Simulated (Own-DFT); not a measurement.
## Calculated data, Al$_{16}$O$_{23}$ (corundum with two vacancies, atoms displaced), Al$_{32}$O$_{47}$ (corundum with one vacancy, atoms displaced)

Computed with Own-DFT development build. A calculation, not a measurement: plane-wave PBE density functional theory by an unreviewed code, no spin, of a simulated periodic cell, stress positive in tension, free energy of the whole cell less one offset for each atom, defect cell not probed for a lower state with spin; oxygen file: force components 24 meV/angstrom off all-electron in one glass; forces on such cells passed a denser k mesh, this cell's mesh not checked; offsets are fitted by least squares, one for each functional and potential file, so energies compare only between cells with the same atoms and settings and are not formation energies; the far tail of each file's local potential was reset to the Coulomb form; each entry is a single point on an unrelaxed cell, so the pressure reflects the starting lattice, mostly measured values, from which strain is counted, and rises with the displacements; printed positions are rounded, which can move forces by about a meV/angstrom; the program is a retired in-house code; no spin-orbit coupling; before rounding, a Quantum ESPRESSO 7.3.1 run of the same cell and cutoff gave forces within 1 meV/angstrom rms on each cell, which checks the program and not the settings.

Common to all runs: functional PBE; potential files PseudoDojo norm-conserving, scalar-relativistic, standard set; wave cutoff 72 hartree; occupations Fermi-Dirac; smearing width 0.1 eV; k mesh 3 x 3 x 3 centred on Gamma.

(1) Al$_{16}$O$_{23}$ (corundum with two vacancies, atoms displaced)

```cif
# cell vector a (Å): 5.4940 0.0000 8.6604
# cell vector b (Å): -2.7470 4.7579 8.6604
# cell vector c (Å): -2.7470 -4.7579 8.6604
data_Al16O23
_symmetry_space_group_name_H-M 'P 1'
_symmetry_Int_Tables_number 1
_cell_length_a 10.2561
_cell_length_b 10.2560
_cell_length_c 10.2560
_cell_angle_alpha 55.280
_cell_angle_beta 55.280
_cell_angle_gamma 55.280
_cell_volume 679.15
loop_
_atom_site_label
_atom_site_type_symbol
_atom_site_fract_x
_atom_site_fract_y
_atom_site_fract_z
_atom_site_occupancy
Al1 Al 0.17007 0.17610 0.17692 1
Al2 Al 0.32630 0.32246 0.32469 1
Al3 Al 0.42023 0.42457 0.43166 1
Al4 Al 0.07498 0.07181 0.07570 1
O1 O 0.27759 0.46887 0.12639 1
O2 O 0.47381 0.12311 0.27293 1
O3 O 0.12240 0.27876 0.47515 1
O4 O 0.22600 0.02432 0.37391 1
O5 O 0.02469 0.38084 0.22085 1
Al5 Al 0.17642 0.17590 0.67629 1
Al6 Al 0.32859 0.32881 0.81672 1
Al7 Al 0.42617 0.42667 0.92870 1
Al8 Al 0.06609 0.08221 0.57563 1
O6 O 0.27359 0.47999 0.61965 1
O7 O 0.46689 0.12662 0.78040 1
O8 O 0.13003 0.27274 0.96929 1
O9 O 0.22340 0.02836 0.87550 1
O10 O 0.02180 0.37303 0.73042 1
O11 O 0.37234 0.22042 0.53270 1
Al9 Al 0.17878 0.68479 0.16334 1
Al10 Al 0.32847 0.82088 0.32591 1
Al11 Al 0.42810 0.92413 0.42603 1
Al12 Al 0.07804 0.57093 0.07346 1
O12 O 0.27995 0.96577 0.12390 1
O13 O 0.46707 0.62451 0.27898 1
O14 O 0.13365 0.77466 0.46814 1
O15 O 0.21870 0.52423 0.38089 1
O16 O 0.02811 0.87575 0.22523 1
O17 O 0.37490 0.72091 0.02670 1
Al13 Al 0.18338 0.67034 0.67244 1
Al14 Al 0.31961 0.83639 0.82075 1
Al15 Al 0.42589 0.93301 0.92314 1
Al16 Al 0.06921 0.57463 0.57610 1
O18 O 0.27642 0.97165 0.62146 1
O19 O 0.47067 0.62257 0.78056 1
O20 O 0.12223 0.78371 0.97022 1
O21 O 0.22506 0.52664 0.87015 1
O22 O 0.02856 0.87561 0.72078 1
O23 O 0.37596 0.71686 0.52850 1
Al17 Al 0.67911 0.17482 0.17827 1
Al18 Al 0.82687 0.32147 0.32258 1
Al19 Al 0.92718 0.42716 0.41927 1
Al20 Al 0.57045 0.07306 0.07516 1
O24 O 0.77118 0.47306 0.13068 1
O25 O 0.97011 0.12583 0.28002 1
O26 O 0.62628 0.27224 0.47838 1
O27 O 0.72303 0.03032 0.37308 1
O28 O 0.52770 0.36964 0.22358 1
O29 O 0.87613 0.22659 0.02480 1
Al21 Al 0.67146 0.17981 0.67694 1
Al22 Al 0.82393 0.33047 0.81638 1
Al23 Al 0.92660 0.42159 0.92969 1
Al24 Al 0.57250 0.07323 0.57516 1
O30 O 0.78084 0.46978 0.62929 1
O31 O 0.97399 0.12961 0.77826 1
O32 O 0.63061 0.27781 0.97124 1
O33 O 0.73000 0.02045 0.87671 1
O34 O 0.87703 0.21955 0.52811 1
Al25 Al 0.68686 0.66992 0.17338 1
Al26 Al 0.82674 0.82702 0.31830 1
Al27 Al 0.92444 0.92633 0.42895 1
Al28 Al 0.58086 0.56811 0.07377 1
O35 O 0.77995 0.96168 0.13182 1
O36 O 0.97165 0.62598 0.27812 1
O37 O 0.61946 0.78330 0.47171 1
O38 O 0.72637 0.52360 0.37549 1
O39 O 0.52452 0.87380 0.21937 1
O40 O 0.86932 0.73000 0.02634 1
Al29 Al 0.67156 0.67911 0.67890 1
Al30 Al 0.82472 0.82653 0.82277 1
Al31 Al 0.92142 0.92920 0.92859 1
Al32 Al 0.57336 0.57039 0.57724 1
O41 O 0.77931 0.97307 0.62529 1
O42 O 0.97619 0.62210 0.77212 1
O43 O 0.62253 0.78366 0.97108 1
O44 O 0.72172 0.53008 0.87214 1
O45 O 0.53047 0.87897 0.71699 1
O46 O 0.87492 0.72856 0.52845 1
```

It finds free energy of cell above offsets -53.619 eV; pressure 7 GPa; stress xx -7.02 GPa; stress yy -7.44 GPa; stress zz -6.53 GPa; stress yz 0.29 GPa; stress xz -0.15 GPa; stress xy -0.12 GPa.

Force:
```tsv
element	x (eV/Å)	y (eV/Å)	z (eV/Å)
Al	1.594	-0.138	0.827
Al	-0.415	0.068	-0.404
Al	0.476	0.957	0.168
Al	0.115	0.135	-0.121
O	-0.172	0.344	-0.079
O	-0.496	-0.154	0.675
O	0.344	0.479	-0.176
O	-0.929	0.408	0.101
O	0.7	-0.389	-0.835
Al	-0.796	0.226	-0.112
Al	-0.217	-0.791	0.371
Al	0.907	-0.503	-0.587
Al	1.636	-1	-0.181
O	0.893	-1.756	0.384
O	0.461	0.578	0.296
O	-0.542	0.172	0.532
O	0.024	0.303	-0.39
O	1.133	0.922	0.228
O	0.423	0.153	0.059
Al	-0.611	-1.862	0.473
Al	0.051	0.524	-0.718
Al	-0.556	0.46	-0.703
Al	-0.507	0.964	0.075
O	-0.87	0.189	0.504
O	0.957	-0.381	-0.004
O	-1.349	0.285	-0.449
O	0.41	0.727	-0.603
O	0.24	0.354	-0.494
O	0.696	0.434	0.224
Al	-1.479	1.094	-0.077
Al	0.849	-0.831	-0.742
Al	0.272	-1.432	-0.204
Al	0.271	0.191	-0.044
O	-0.24	-0.267	0.92
O	-0.228	0.615	0.398
O	0.374	-0.286	-0.038
O	-0.543	-0.476	0.537
O	0.255	-0.135	0.04
O	0.561	0.11	0.782
Al	0.278	0.557	-0.877
Al	-1.126	-0.597	0.112
Al	-0.598	-0.605	1.14
Al	-0.435	0.668	-0.346
O	1.333	0.158	-0.152
O	0.338	0.292	-0.037
O	-0.361	1.029	-0.511
O	-0.229	-0.265	0.14
O	-0.211	0.283	0.641
O	-0.209	-1.229	0.096
Al	-0.216	-0.203	0.757
Al	-0.011	-1.463	0.699
Al	0.297	0.833	-0.109
Al	0.513	0.501	0.415
O	-0.035	1.984	-1.269
O	0.017	-0.757	-0.857
O	-0.247	-0.105	-0.467
O	-1.401	1.279	-0.038
O	-0.552	0.61	-0.223
Al	-2.043	0.417	-0.367
Al	-0.367	-1.592	0.496
Al	0.709	-0.413	0.283
Al	-1.724	0.542	-0.199
O	-0.427	1.641	-0.083
O	0.244	0.188	-0.11
O	1.118	-0.757	0.483
O	-0.43	0.221	0.018
O	0.654	-0.336	0.668
O	1.675	-1.186	0.264
Al	0.695	0.4	-0.214
Al	0.588	-0.144	-0.319
Al	0.677	0.361	-0.048
Al	0.104	-0.385	-0.166
O	-0.344	0.004	-0.155
O	-1.175	-0.594	0.812
O	0.693	-0.338	-0.329
O	-0.43	-0.377	0.583
O	-0.604	-0.59	-0.302
O	-0.446	-0.326	-1.062
```

(2) Al$_{32}$O$_{47}$ (corundum with one vacancy, atoms displaced)

```cif
# cell vector a (Å): 5.4940 0.0000 8.6604
# cell vector b (Å): -2.7470 4.7579 8.6604
# cell vector c (Å): -2.7470 -4.7579 8.6604
data_Al32O47
_symmetry_space_group_name_H-M 'P 1'
_symmetry_Int_Tables_number 1
_cell_length_a 10.2561
_cell_length_b 10.2560
_cell_length_c 10.2560
_cell_angle_alpha 55.280
_cell_angle_beta 55.280
_cell_angle_gamma 55.280
_cell_volume 679.15
loop_
_atom_site_label
_atom_site_type_symbol
_atom_site_fract_x
_atom_site_fract_y
_atom_site_fract_z
_atom_site_occupancy
Al1 Al 0.17546 0.16571 0.18578 1
Al2 Al 0.32679 0.33223 0.31050 1
Al3 Al 0.42325 0.42917 0.42766 1
Al4 Al 0.06941 0.07834 0.07937 1
O1 O 0.29266 0.47819 0.09689 1
O2 O 0.47417 0.12511 0.27749 1
O3 O 0.13852 0.27543 0.46651 1
O4 O 0.22448 0.03199 0.38195 1
O5 O 0.02135 0.38521 0.21720 1
O6 O 0.37515 0.22814 0.02307 1
Al5 Al 0.17270 0.16261 0.69268 1
Al6 Al 0.33964 0.32604 0.80833 1
Al7 Al 0.42412 0.43783 0.92580 1
Al8 Al 0.08219 0.08552 0.55556 1
O7 O 0.29145 0.44610 0.61794 1
O8 O 0.46576 0.12647 0.77787 1
O9 O 0.12415 0.26440 0.97007 1
O10 O 0.22988 0.02702 0.87775 1
O11 O 0.03048 0.38399 0.71290 1
O12 O 0.38207 0.21635 0.52726 1
Al9 Al 0.18828 0.65237 0.18067 1
Al10 Al 0.32614 0.81660 0.32012 1
Al11 Al 0.41516 0.92818 0.43322 1
Al12 Al 0.07999 0.58598 0.06573 1
O13 O 0.27329 0.97613 0.12076 1
O14 O 0.47879 0.59471 0.28840 1
O15 O 0.10539 0.79324 0.47862 1
O16 O 0.23356 0.53755 0.35768 1
O17 O 0.03461 0.87853 0.21879 1
O18 O 0.39444 0.71143 0.02489 1
Al13 Al 0.17879 0.67701 0.68018 1
Al14 Al 0.34219 0.81082 0.82594 1
Al15 Al 0.42029 0.93407 0.92493 1
Al16 Al 0.08028 0.57131 0.56719 1
O19 O 0.26718 0.97492 0.63828 1
O20 O 0.47576 0.63421 0.77489 1
O21 O 0.11573 0.78973 0.97582 1
O22 O 0.22549 0.52443 0.87143 1
O23 O 0.02529 0.87742 0.73938 1
O24 O 0.37119 0.72023 0.52438 1
Al17 Al 0.66705 0.18442 0.18663 1
Al18 Al 0.81427 0.32638 0.33001 1
Al19 Al 0.91509 0.42750 0.41666 1
Al20 Al 0.57659 0.08430 0.05433 1
O25 O 0.79613 0.46335 0.11078 1
O26 O 0.96200 0.13531 0.27613 1
O27 O 0.63126 0.28788 0.47647 1
O28 O 0.73616 0.03254 0.37618 1
O29 O 0.52438 0.38511 0.20337 1
O30 O 0.86434 0.22955 0.02959 1
Al21 Al 0.68559 0.15871 0.67473 1
Al22 Al 0.80885 0.33769 0.82341 1
Al23 Al 0.93446 0.42634 0.91565 1
Al24 Al 0.58468 0.07527 0.56326 1
O31 O 0.76453 0.48693 0.61575 1
O32 O 0.96438 0.11964 0.77640 1
O33 O 0.60391 0.29974 0.95755 1
O34 O 0.73239 0.01609 0.86562 1
O35 O 0.52173 0.36011 0.74461 1
O36 O 0.87905 0.23188 0.52625 1
Al25 Al 0.67489 0.66815 0.18029 1
Al26 Al 0.83055 0.82231 0.32102 1
Al27 Al 0.91995 0.91050 0.42295 1
Al28 Al 0.57855 0.56814 0.05976 1
O37 O 0.78646 0.97579 0.10784 1
O38 O 0.97585 0.62413 0.28440 1
O39 O 0.61606 0.77893 0.48111 1
O40 O 0.71711 0.51786 0.39277 1
O41 O 0.86220 0.72172 0.03003 1
Al29 Al 0.68062 0.67206 0.67444 1
Al30 Al 0.81809 0.82633 0.83064 1
Al31 Al 0.92392 0.93109 0.92472 1
Al32 Al 0.57524 0.57615 0.56232 1
O42 O 0.77447 0.97001 0.63030 1
O43 O 0.97625 0.60582 0.79851 1
O44 O 0.62378 0.75856 0.99917 1
O45 O 0.72487 0.52395 0.86769 1
O46 O 0.52560 0.86354 0.73525 1
O47 O 0.87140 0.72950 0.53038 1
```

The calculation gives: free energy of cell above offsets -45.154 eV; pressure 13.75 GPa; stress xx -15.03 GPa; stress yy -13.15 GPa; stress zz -13.06 GPa; stress yz 0.71 GPa; stress xz 1.76 GPa; stress xy 1 GPa.

Force:
```tsv
element	x (eV/Å)	y (eV/Å)	z (eV/Å)
Al	-0.189	2.673	-0.095
Al	0.331	-2.314	-0.257
Al	2.552	-2.724	-2.599
Al	-0.126	0.864	-0.736
O	-6.122	-3.428	3.412
O	0.525	0.161	0.327
O	-1.248	0.989	-0.536
O	1.686	1.137	-2.561
O	0.782	-0.171	0.609
O	-1.276	-2.125	-1.076
Al	0.045	1.76	0.011
Al	-2.306	-2.301	-0.574
Al	2.485	3.479	-5.081
Al	-3.33	-2.932	1.853
O	-3.912	0.598	2.202
O	1.873	-0.123	0.251
O	0.51	1.401	1.965
O	-0.779	-0.522	-1.252
O	0.153	-1.213	-1.747
O	0.644	0.932	-0.124
Al	-1.367	5.292	0.523
Al	0.641	-0.051	-0.077
Al	1.069	0.45	1.062
Al	-0.934	-0.018	-2.704
O	0.1	-2.229	1.545
O	-0.644	4.489	3.081
O	2.566	-1.303	0.571
O	-0.912	-2.88	0.484
O	-0.031	-1.318	-1.493
O	-3.625	0.577	-2.084
Al	-2.339	0.022	-0.571
Al	-3.627	1.313	0.244
Al	1.115	-0.939	0.139
Al	-0.321	-0.295	0.983
O	2.116	-0.107	-0.711
O	0.81	-1.577	-2.665
O	1.914	-1.527	0.452
O	-0.533	0.65	0.56
O	2.765	0.765	-2.808
O	0.228	-0.362	0.43
Al	2.048	0.057	-1.406
Al	3.027	1.865	-0.376
Al	1.161	-0.415	3.357
Al	-0.451	-0.953	0.512
O	-2.728	-1.581	0.658
O	0.913	-1.571	0.486
O	-1.43	-1.473	-2.896
O	-1.225	1.584	-3.479
O	-0.23	-1.917	-0.043
O	0.588	-0.233	-0.979
Al	-1.497	1.445	1.722
Al	1.752	-1.174	-1.492
Al	0.221	-2.856	-0.625
Al	-2.77	-1.788	0.305
O	1.595	-1.461	1.064
O	-1.117	2.615	3.061
O	4.512	-3.192	2.954
O	-2.945	0.413	1.257
O	2.379	3.626	0.209
O	0.175	-1.393	-1.854
Al	-0.398	-0.145	0.059
Al	-0.48	1.026	-1.796
Al	0.612	1.65	5.532
Al	1.265	-0.735	3.314
O	-2.957	-1.727	1.621
O	0.652	-0.167	-0.87
O	0.835	2.202	0.119
O	1.406	3.477	-2.583
O	1.464	-0.837	2.608
Al	-0.917	0.741	-0.45
Al	1.567	-1.968	-0.887
Al	1.298	0	-0.792
Al	-2.661	-2.315	1.632
O	0.869	-0.071	-0.892
O	0.487	4.961	1.267
O	-0.439	3.704	-1.782
O	-0.192	0.685	0.69
O	1.626	2.33	1.53
O	0.693	-1.5	-1.709
```
